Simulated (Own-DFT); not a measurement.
GaP (zincblende, atoms displaced) (calculated)

All values are calculated (Own-DFT development build). A calculation, not a measurement: plane-wave PBE density functional theory by an unreviewed code, no spin, of a simulated periodic cell, stress positive in tension, free energy of the whole cell less one offset for each atom, forces on such cells passed a denser k mesh, this cell's mesh not checked; offsets are fitted by least squares, one for each functional and potential file, so energies compare only between cells with the same atoms and settings and are not formation energies; the far tail of each file's local potential was reset to the Coulomb form; each entry is a single point on an unrelaxed cell, so the pressure reflects the starting lattice, mostly measured values (interpolated for alloys), from which strain is counted, and rises with the displacements; printed positions are rounded, which can move forces by about a meV/angstrom; the program, named Own-DFT, is a retired in-house code; no spin-orbit coupling.

Common to all runs: functional PBE; potential files PseudoDojo norm-conserving, scalar-relativistic, standard set; wave cutoff 42 hartree; occupations Fermi-Dirac; smearing width 0.1 eV; k mesh 2 x 3 x 3 centred on Gamma.

(1) GaP (zincblende, atoms displaced)

```
cell vectors (Å)
  16.3515     0.0000     0.0000
   0.0000    10.9010     0.0000
   0.0000     0.0000    10.9010
atoms (fractions of the cell vectors)
Ga  0.99870  0.99497  0.02099
Ga  0.99193  0.25332  0.25038
Ga  0.17262  0.00485  0.24304
Ga  0.17344  0.23438  0.98940
P   0.08916  0.11102  0.12440
P   0.08425  0.37156  0.38507
P   0.25991  0.12710  0.38613
P   0.24029  0.37517  0.11895
Ga  0.99883  0.01082  0.49680
Ga  0.99913  0.23783  0.75516
Ga  0.17395  0.00425  0.75266
Ga  0.16326  0.26523  0.49535
P   0.09072  0.12442  0.61453
P   0.08920  0.36762  0.89003
P   0.24505  0.13244  0.85896
P   0.23584  0.39747  0.62137
Ga  0.99689  0.50985  0.00239
Ga  0.00793  0.73179  0.25083
Ga  0.15953  0.50170  0.25142
Ga  0.17678  0.76519  0.98648
P   0.08065  0.62031  0.12274
P   0.08382  0.87327  0.36676
P   0.24929  0.62051  0.36360
P   0.25136  0.87268  0.13647
Ga  0.00072  0.49717  0.48405
Ga  0.99654  0.74614  0.75216
Ga  0.18042  0.50043  0.74305
Ga  0.16223  0.74990  0.48996
P   0.07065  0.62193  0.62631
P   0.08597  0.87359  0.86658
P   0.24797  0.61966  0.86364
P   0.23771  0.88079  0.62570
Ga  0.33130  0.00050  0.98420
Ga  0.33183  0.24507  0.25503
Ga  0.48916  0.00705  0.24470
Ga  0.51114  0.24547  0.00704
P   0.42145  0.11440  0.12333
P   0.42118  0.38008  0.37104
P   0.58174  0.11062  0.37330
P   0.57795  0.37049  0.11219
Ga  0.32701  0.99416  0.49581
Ga  0.32372  0.25841  0.74714
Ga  0.49735  0.00206  0.76104
Ga  0.50450  0.23070  0.49308
P   0.40756  0.12919  0.61667
P   0.41147  0.36782  0.88635
P   0.57136  0.14342  0.86154
P   0.58538  0.37700  0.63641
Ga  0.34686  0.50192  0.98581
Ga  0.32533  0.73713  0.24468
Ga  0.50485  0.49182  0.24909
Ga  0.51033  0.75262  0.00525
P   0.41800  0.61413  0.13044
P   0.41750  0.86014  0.37486
P   0.57933  0.62605  0.36783
P   0.59173  0.87365  0.11460
Ga  0.32560  0.50005  0.50316
Ga  0.33017  0.75879  0.75984
Ga  0.50322  0.49779  0.74578
Ga  0.49526  0.73426  0.49739
P   0.40950  0.60974  0.62323
P   0.41810  0.87501  0.88236
P   0.58661  0.61935  0.87918
P   0.58562  0.88744  0.62888
Ga  0.67247  0.01328  0.99823
Ga  0.67664  0.26715  0.24256
Ga  0.83584  0.01204  0.24930
Ga  0.84345  0.23608  0.99582
P   0.75016  0.12602  0.11524
P   0.75366  0.36272  0.38521
P   0.92194  0.10396  0.36718
P   0.92265  0.38224  0.12584
Ga  0.67073  0.00479  0.49749
Ga  0.66408  0.24445  0.74325
Ga  0.83844  0.01954  0.75870
Ga  0.83798  0.24261  0.51462
P   0.75210  0.12884  0.63280
P   0.73617  0.37465  0.89247
P   0.90683  0.12763  0.86332
P   0.92470  0.36757  0.63764
Ga  0.66697  0.50011  0.00550
Ga  0.66868  0.74434  0.26335
Ga  0.83247  0.49891  0.26512
Ga  0.83932  0.75411  0.99795
P   0.74988  0.62614  0.13279
P   0.74562  0.86637  0.38346
P   0.92231  0.63058  0.36883
P   0.91113  0.87860  0.12137
Ga  0.67138  0.49729  0.50223
Ga  0.66283  0.74928  0.74597
Ga  0.84000  0.48853  0.73388
Ga  0.82970  0.73139  0.50853
P   0.75284  0.62081  0.62283
P   0.76058  0.86754  0.88622
P   0.91790  0.60711  0.86999
P   0.92250  0.88869  0.62769
```

| Item | Value |
| --- | --- |
| free energy of cell above offsets | -37.365 eV |
| pressure | 5.12 GPa |
| stress xx | -4.81 GPa |
| stress yy | -5.18 GPa |
| stress zz | -5.39 GPa |
| stress yz | -1.19 GPa |
| stress xz | -0.39 GPa |
| stress xy | 0.18 GPa |

Force:
```tsv
element	x (eV/Å)	y (eV/Å)	z (eV/Å)
Ga	0.564	-0.053	-2.31
Ga	1.676	-0.675	0.158
Ga	0.021	-0.361	2.042
Ga	-1.531	1.203	2.259
P	-0.751	2.272	-0.237
P	-1.457	0.582	-3.082
P	-2.599	0.778	-1.252
P	1.546	-0.281	0.343
Ga	2.003	-2.014	0.907
Ga	2.143	0.506	0.181
Ga	-2.524	-0.565	-0.794
Ga	1.754	-2.221	1.352
P	-0.765	0.348	0.913
P	-0.92	0.703	-1.58
P	2.124	-1	0.919
P	3.581	-4.918	-3.331
Ga	1.324	-1.524	-0.279
Ga	-0.294	2.531	-0.619
Ga	0.229	-0.932	-0.466
Ga	-0.765	-1.034	0.761
P	1.524	0.798	-1.009
P	-0.141	0.773	0.048
P	-0.994	-0.327	1.649
P	0.46	0.535	-2.198
Ga	-0.639	0.421	1.89
Ga	-0.03	0.568	-0.064
Ga	-5.899	2.509	3.368
Ga	-0.29	-0.636	0.819
P	1.959	-0.306	-0.652
P	-0.722	0.738	0.783
P	1.586	1.369	2.215
P	1.961	-1.527	-0.83
Ga	-0.243	0.345	1.329
Ga	0.687	1.265	-1.286
Ga	2.368	-3.21	1.736
Ga	-3.302	-1.09	-0.714
P	-2.439	2.488	-2.068
P	-0.827	-1.272	1.101
P	1.066	0.925	-1.26
P	2.349	2.029	2.71
Ga	1.369	-1.477	1.086
Ga	1.137	0.825	-1.072
Ga	-0.782	-0.049	-1.478
Ga	-0.791	1.873	0.747
P	0.481	-0.454	0.987
P	2.08	-1.688	-2.238
P	2.056	-1.872	0.411
P	0.058	-0.676	-2.404
Ga	-2.674	1.337	1.859
Ga	2.154	0.459	0.004
Ga	-0.393	0.154	-0.321
Ga	-1.243	-0.972	-0.192
P	0.331	1.215	-0.772
P	-1.076	0.89	-0.533
P	0.888	-1.133	0.948
P	0.034	1.154	1.754
Ga	0.804	-0.323	-1.659
Ga	0.119	-0.32	-1.448
Ga	-1.171	0.136	1.271
Ga	0.218	0.707	1.056
P	0.798	1.732	1.082
P	0.284	-0.769	-0.357
P	-0.64	0.559	-0.812
P	-0.784	-1.014	-0.291
Ga	-1.467	-1.611	-1.585
Ga	-1.433	-1.424	-0.421
Ga	-2.163	-2.164	-0.866
Ga	-1.771	2.846	1.424
P	1.173	1.234	1.841
P	0.444	0.843	0.239
P	-0.765	3.461	0.503
P	-1.71	-0.718	-0.011
Ga	-0.072	-0.369	0.635
Ga	0.499	1.198	1.135
Ga	-3.082	-5.024	-2.97
Ga	0.834	0	-0.74
P	-0.555	-0.884	-0.679
P	2.94	-1.744	-2.299
P	5.023	1.289	3.198
P	0.28	-0.164	-2.563
Ga	-0.399	1.108	0.963
Ga	-0.392	0.647	-1.507
Ga	0.093	-0.032	-1.063
Ga	0.285	-2.236	0.569
P	0.523	-0.333	-0.122
P	1.688	0.828	-0.1
P	-1.677	-0.924	1.289
P	0.63	-1.042	1.792
Ga	-1.174	-0.099	-0.339
Ga	0.789	0.403	0.782
Ga	-2.063	0.38	1.965
Ga	1.926	2.714	-1.352
P	-1.056	-0.965	1.614
P	-2.089	1.829	-2.436
P	-1.037	1.83	-0.153
P	-1.273	-0.91	0.179
```

(2) GaP (zincblende, atoms displaced)

```
cell vectors (Å)
  16.3515     0.0000     0.0000
   0.0000    10.9010     0.0000
   0.0000     0.0000    10.9010
atoms (fractions of the cell vectors)
Ga  0.99177  0.00618  0.00052
Ga  0.99720  0.26047  0.26418
Ga  0.17487  0.99784  0.26483
Ga  0.16656  0.24519  0.99271
P   0.08588  0.12801  0.13402
P   0.07605  0.38280  0.37037
P   0.24991  0.13606  0.36009
P   0.25209  0.38488  0.12364
Ga  0.00027  0.99400  0.48005
Ga  0.00871  0.26191  0.74047
Ga  0.16128  0.02226  0.74467
Ga  0.17090  0.23661  0.49772
P   0.07261  0.11495  0.64912
P   0.08791  0.37051  0.87788
P   0.24771  0.12645  0.87466
P   0.25050  0.38337  0.61637
Ga  0.00575  0.49661  0.01296
Ga  0.00086  0.75578  0.23366
Ga  0.16309  0.49529  0.26612
Ga  0.17384  0.74360  0.98832
P   0.08722  0.63694  0.12156
P   0.07985  0.86890  0.37681
P   0.24937  0.62094  0.36771
P   0.24404  0.86046  0.12732
Ga  0.00568  0.49377  0.49557
Ga  0.00394  0.74687  0.74101
Ga  0.17145  0.49306  0.74294
Ga  0.15494  0.76159  0.50481
P   0.09170  0.61869  0.61943
P   0.08111  0.86691  0.87280
P   0.24367  0.61787  0.87826
P   0.25729  0.88584  0.61659
Ga  0.33317  0.99107  0.99606
Ga  0.32439  0.25426  0.25608
Ga  0.49728  0.00123  0.25006
Ga  0.49877  0.25749  0.00547
P   0.42270  0.12382  0.15617
P   0.40984  0.37494  0.39046
P   0.58398  0.11586  0.37889
P   0.58304  0.36327  0.12079
Ga  0.33998  0.00138  0.49414
Ga  0.33442  0.26387  0.75355
Ga  0.50753  0.98968  0.74865
Ga  0.49922  0.26371  0.52017
P   0.42323  0.12976  0.60970
P   0.42635  0.37440  0.86217
P   0.59499  0.11911  0.86930
P   0.58659  0.36297  0.61288
Ga  0.33164  0.51298  0.99168
Ga  0.33921  0.73662  0.25217
Ga  0.50129  0.49069  0.24612
Ga  0.50038  0.76360  0.00089
P   0.42035  0.62307  0.12589
P   0.41948  0.86822  0.37329
P   0.57560  0.61254  0.37512
P   0.58554  0.86971  0.10795
Ga  0.33059  0.49169  0.50557
Ga  0.33826  0.75910  0.75211
Ga  0.51256  0.49859  0.75077
Ga  0.49909  0.75795  0.50207
P   0.41100  0.62772  0.63570
P   0.41334  0.87715  0.86691
P   0.58820  0.63791  0.85825
P   0.58948  0.86581  0.63261
Ga  0.66769  0.00245  0.00766
Ga  0.66717  0.26381  0.23949
Ga  0.83523  0.99178  0.23142
Ga  0.82161  0.24945  0.00011
P   0.75923  0.11525  0.13535
P   0.75120  0.39341  0.38696
P   0.91812  0.11243  0.38162
P   0.91001  0.36050  0.12440
Ga  0.66812  0.98564  0.49860
Ga  0.67111  0.23515  0.74733
Ga  0.83678  0.99602  0.75128
Ga  0.83597  0.25144  0.49894
P   0.74591  0.11689  0.62681
P   0.75082  0.37413  0.86175
P   0.90745  0.12090  0.87880
P   0.92294  0.36990  0.63646
Ga  0.66868  0.51139  0.00196
Ga  0.67798  0.75147  0.26194
Ga  0.83365  0.49517  0.24789
Ga  0.83337  0.74253  0.98691
P   0.74276  0.62456  0.13200
P   0.74931  0.86666  0.37988
P   0.91642  0.62022  0.37442
P   0.92333  0.88052  0.11310
Ga  0.67556  0.51322  0.49500
Ga  0.66598  0.73785  0.74613
Ga  0.84376  0.50290  0.75195
Ga  0.83693  0.73339  0.49763
P   0.74051  0.63468  0.61986
P   0.74682  0.88315  0.88297
P   0.91735  0.61454  0.87486
P   0.90893  0.87273  0.63215
```

| Item | Value |
| --- | --- |
| free energy of cell above offsets | -38.164 eV |
| pressure | 5.08 GPa |
| stress xx | -5.33 GPa |
| stress yy | -5.19 GPa |
| stress zz | -4.73 GPa |
| stress yz | -0.77 GPa |
| stress xz | -0.48 GPa |
| stress xy | 0.36 GPa |

Force:
```tsv
element	x (eV/Å)	y (eV/Å)	z (eV/Å)
Ga	2.378	1.057	-0.974
Ga	-0.714	-2.066	-1.488
Ga	-1.601	-0.853	-1.682
Ga	0.354	0.224	1.826
P	-0.474	-0.26	-0.156
P	1.768	-1.822	1.022
P	-0.227	-2.231	2.797
P	-0.633	-0.592	-0.279
Ga	-0.159	-0.391	3.284
Ga	-0.727	-0.571	2.748
Ga	2.836	-3.583	1.944
Ga	-1.478	0.817	0.964
P	-1.001	0.879	-4.995
P	-0.457	1.079	-0.425
P	1.352	0.016	-0.196
P	-0.928	-2.644	1.134
Ga	-0.616	-0.233	-0.351
Ga	-0.405	-0.517	1.085
Ga	0.774	0.97	-2.308
Ga	-1.919	1.389	0.803
P	0.158	-1.533	0.474
P	0.487	0.503	-1.605
P	-0.116	0.588	1.849
P	1.553	0.89	0.263
Ga	-1.485	1.279	1.537
Ga	-0.532	-0.27	0.26
Ga	-0.799	0.26	0.929
Ga	2.796	-0.724	0.103
P	-1.283	-0.043	0.546
P	0.579	1.19	0.099
P	1.452	0.341	-2.383
P	-1.727	-0.249	0.837
Ga	-0.445	0.851	1.419
Ga	2.358	1.968	-1.646
Ga	2.779	-2.43	1.321
Ga	-0.608	-2.273	-0.965
P	-2.837	2.269	-3.882
P	1.287	-0.567	-1.72
P	0.203	1.113	-0.152
P	0.315	2.599	-0.472
Ga	-0.057	0.59	-0.676
Ga	-0.259	-1.461	-1.026
Ga	-0.492	1.302	-0.204
Ga	-0.951	-1.47	-3.639
P	-1.359	-1.47	2.67
P	-0.738	0.801	1.69
P	-2.186	0.124	1.346
P	3.075	2.848	2.474
Ga	1.369	-1.32	0.809
Ga	-0.775	0.664	-0.181
Ga	-0.76	-0.466	0.436
Ga	-1.012	-1.706	-1.347
P	0.497	-0.098	-1.126
P	-0.507	0.517	-0.493
P	1.084	1.508	0.226
P	0.709	1.014	3.1
Ga	0.716	3.051	-0.843
Ga	-2.097	-1.097	-0.667
Ga	-0.388	0.053	-1.348
Ga	0.217	-1.434	0.661
P	1.234	-0.839	-0.977
P	1.489	0.724	1.264
P	-2.175	-2.147	3.677
P	-0.703	0.323	-1.277
Ga	0.327	0.37	0.023
Ga	1.229	-2.108	2.457
Ga	1.272	-1.437	2.764
Ga	0.595	-0.392	-0.64
P	-2.958	2.479	-1.279
P	1.009	-2.607	-1.857
P	-1.465	1.885	-1.711
P	0.797	1.043	0.109
Ga	-0.569	1.112	0.306
Ga	-0.475	1.667	-0.395
Ga	-1.553	0.442	0.482
Ga	-0.474	-0.5	0.711
P	1.772	-0.404	-1.249
P	-0.47	0.598	0.883
P	1.133	1.511	-0.496
P	-1.159	1.221	-2.38
Ga	-0.864	-1.071	-1.347
Ga	-3.17	-0.998	-1.117
Ga	-0.037	0.359	-0.252
Ga	-0.51	0.594	0.832
P	2.187	0.104	-0.399
P	2.373	1.1	0.09
P	1.182	-0.029	-0.95
P	-1.876	-2.067	0.764
Ga	-2.952	-0.478	0.48
Ga	1.863	3.11	0.311
Ga	-1.949	-0.664	-1.068
Ga	-0.542	1.378	0.686
P	3.162	-1.182	0.501
P	0.621	-1.458	-1.236
P	1.668	1.073	0.737
P	1.645	-1.094	-1.869
```

(3) GaP (zincblende, atoms displaced)

```
cell vectors (Å)
  16.3515     0.0000     0.0000
   0.0000    10.9010     0.0000
   0.0000     0.0000    10.9010
atoms (fractions of the cell vectors)
Ga  0.99504  0.99607  0.99658
Ga  0.99802  0.25623  0.25129
Ga  0.17154  0.00450  0.24211
Ga  0.17016  0.24351  0.02297
P   0.07903  0.11559  0.12389
P   0.07701  0.35587  0.37977
P   0.25406  0.12366  0.38263
P   0.25192  0.38183  0.12831
Ga  0.99426  0.00415  0.50148
Ga  0.99387  0.23565  0.74347
Ga  0.16260  0.99746  0.76698
Ga  0.16713  0.25119  0.50276
P   0.08193  0.12650  0.62676
P   0.09882  0.37336  0.87052
P   0.26015  0.12616  0.86798
P   0.24688  0.37855  0.62569
Ga  0.00332  0.49163  0.00947
Ga  0.00229  0.76491  0.25335
Ga  0.17423  0.50406  0.22880
Ga  0.16364  0.77509  0.99406
P   0.07329  0.63052  0.12673
P   0.07586  0.87380  0.38568
P   0.25187  0.64011  0.38710
P   0.24921  0.88380  0.13741
Ga  0.99654  0.49006  0.51017
Ga  0.99102  0.75066  0.75511
Ga  0.16040  0.50217  0.75024
Ga  0.15798  0.74057  0.48568
P   0.08735  0.62457  0.62025
P   0.08268  0.89353  0.86998
P   0.25096  0.61701  0.86590
P   0.25245  0.86802  0.63080
Ga  0.32878  0.00671  0.00637
Ga  0.32866  0.23981  0.26494
Ga  0.50646  0.00817  0.24846
Ga  0.49816  0.24938  0.00372
P   0.41300  0.12943  0.12918
P   0.41475  0.36402  0.37751
P   0.58307  0.13245  0.36596
P   0.58268  0.37312  0.11564
Ga  0.33032  0.00013  0.50128
Ga  0.33470  0.25422  0.75383
Ga  0.51049  0.00746  0.75283
Ga  0.50272  0.25332  0.49084
P   0.41968  0.11859  0.61815
P   0.41078  0.36387  0.86792
P   0.59445  0.13248  0.86531
P   0.57724  0.38481  0.61007
Ga  0.33042  0.50374  0.98737
Ga  0.34007  0.75928  0.24832
Ga  0.50166  0.53302  0.24300
Ga  0.50244  0.74189  0.01176
P   0.41628  0.63765  0.13300
P   0.42040  0.87573  0.36808
P   0.58003  0.62076  0.36261
P   0.58535  0.87839  0.12935
Ga  0.32963  0.49646  0.47951
Ga  0.33213  0.74684  0.74933
Ga  0.49016  0.50518  0.75447
Ga  0.49673  0.75123  0.49248
P   0.40755  0.62542  0.62103
P   0.42040  0.88702  0.88874
P   0.58047  0.61178  0.88056
P   0.58538  0.87397  0.62677
Ga  0.66935  0.97331  0.01132
Ga  0.65570  0.24484  0.23152
Ga  0.83641  0.01012  0.26449
Ga  0.82573  0.25164  0.01308
P   0.74713  0.12590  0.13118
P   0.75359  0.36676  0.37464
P   0.92079  0.12766  0.36963
P   0.91233  0.38527  0.11419
Ga  0.67010  0.99036  0.51553
Ga  0.67045  0.25052  0.73996
Ga  0.83745  0.00632  0.75259
Ga  0.83302  0.25409  0.50554
P   0.74658  0.12740  0.61777
P   0.75018  0.37152  0.87686
P   0.91149  0.13258  0.89240
P   0.91753  0.38251  0.62773
Ga  0.66618  0.50017  0.00318
Ga  0.66830  0.74897  0.24660
Ga  0.83033  0.50934  0.24701
Ga  0.83253  0.75066  0.00887
P   0.75578  0.62732  0.12986
P   0.75761  0.88430  0.35308
P   0.91059  0.62920  0.38226
P   0.90956  0.87658  0.12954
Ga  0.67059  0.49527  0.50070
Ga  0.65951  0.74700  0.74714
Ga  0.82405  0.48558  0.75874
Ga  0.82869  0.75507  0.49710
P   0.74617  0.62783  0.62447
P   0.74601  0.86741  0.87511
P   0.92358  0.62498  0.87282
P   0.91946  0.86511  0.61501
```

| Quantity | Value |
| --- | --- |
| free energy of cell above offsets | -41.288 eV |
| pressure | 4.58 GPa |
| stress xx | -4.84 GPa |
| stress yy | -4.55 GPa |
| stress zz | -4.35 GPa |
| stress yz | 0.74 GPa |
| stress xz | 0.31 GPa |
| stress xy | -0.95 GPa |

Force:
```tsv
element	x (eV/Å)	y (eV/Å)	z (eV/Å)
Ga	-0.416	0.084	0.735
Ga	-0.484	-0.461	-1.644
Ga	-1.689	0.686	2.328
Ga	0.206	0.178	-1.98
P	-0.093	0.771	0.485
P	1.259	2.46	-0.007
P	-2.247	-0.609	0.043
P	1.708	-1.718	-0.57
Ga	0.751	0.139	0.296
Ga	0.355	1.445	1.136
Ga	2.974	2.317	-3.192
Ga	0.051	-0.297	0.287
P	0.467	-1.127	-0.127
P	-2.629	-1.67	1.861
P	-2.113	-0.323	1.362
P	0.528	0.03	-0.233
Ga	1.005	0.513	-2.255
Ga	-1.443	-1.243	-0.044
Ga	-1.999	1.743	2.514
Ga	0.4	-1.883	0.648
P	1.714	0.497	-0.142
P	1.41	1.475	-0.912
P	0.628	-1.121	-3.121
P	0.902	-1.479	-1.844
Ga	1.199	1.615	-1.772
Ga	2.056	0.41	-1.196
Ga	1.157	0.398	-1.078
Ga	0.293	1.377	1.74
P	-1.699	-0.087	0.77
P	-2.697	-2.904	1.336
P	-1.038	1.947	0.635
P	-1.708	0.832	-0.748
Ga	0.757	-0.279	-0.174
Ga	1.032	1.569	-1.437
Ga	-1.217	-0.286	-0.079
Ga	-0.016	-0.461	-1.195
P	0.379	-0.274	0.079
P	0.263	1.788	-1.369
P	0.663	-0.901	1.561
P	-0.961	1.629	0.578
Ga	0.903	-1.177	0.617
Ga	-0.785	-1.145	-2.957
Ga	-1.233	-0.129	0.021
Ga	-0.4	-0.822	0.753
P	0.285	0.834	0.618
P	1.874	1.963	1.981
P	-0.793	-0.785	2.038
P	0.434	-0.347	1.823
Ga	0.896	-0.617	1.078
Ga	-1.575	0.028	0.931
Ga	-1.273	-4.475	-0.974
Ga	0.199	1.411	-1.305
P	-1.585	-1.23	-2.138
P	0.008	1.416	0.575
P	2.932	1.915	3.144
P	-1.223	-1.411	0.676
Ga	0.125	-0.463	1.72
Ga	0.818	0.759	0.892
Ga	0.166	-0.561	-0.954
Ga	0.299	-0.544	0.708
P	1.158	-0.266	-0.502
P	0.224	-1.259	-0.738
P	-0.113	1.234	-0.368
P	-1.327	-0.558	-0.401
Ga	0.933	2.721	-1.487
Ga	1.284	0.642	1.37
Ga	0.595	1.068	-2.374
Ga	0.147	0.141	-0.39
P	0.218	-1.201	-0.363
P	-0.993	0.649	-1.176
P	-0.428	0.725	1.397
P	-0.281	-1.087	1.834
Ga	0.127	0.328	-2.591
Ga	-0.783	1.391	-0.266
Ga	-0.5	-0.658	-0.204
Ga	0.772	-0.266	-0.526
P	1.564	-0.264	0.744
P	-1.34	-0.716	0.818
P	0.291	-0.334	-1.249
P	-1.53	-1.755	1.445
Ga	0.872	-0.138	-0.036
Ga	-0.03	0.239	0.275
Ga	1.079	-1.33	1.617
Ga	0.523	-0.224	-1.598
P	-2.04	-0.052	-1.17
P	-2.525	-1.933	3.193
P	1.257	-0.575	-0.599
P	0.957	0.717	0.023
Ga	-0.09	0.244	-0.938
Ga	0.444	-0.744	0.856
Ga	1.8	2.292	-1.289
Ga	-0.471	-0.152	-0.224
P	0.29	-0.289	0.312
P	0.998	-0.12	-0.527
P	-1.876	-1.28	1.482
P	-0.985	1.404	1.129
```
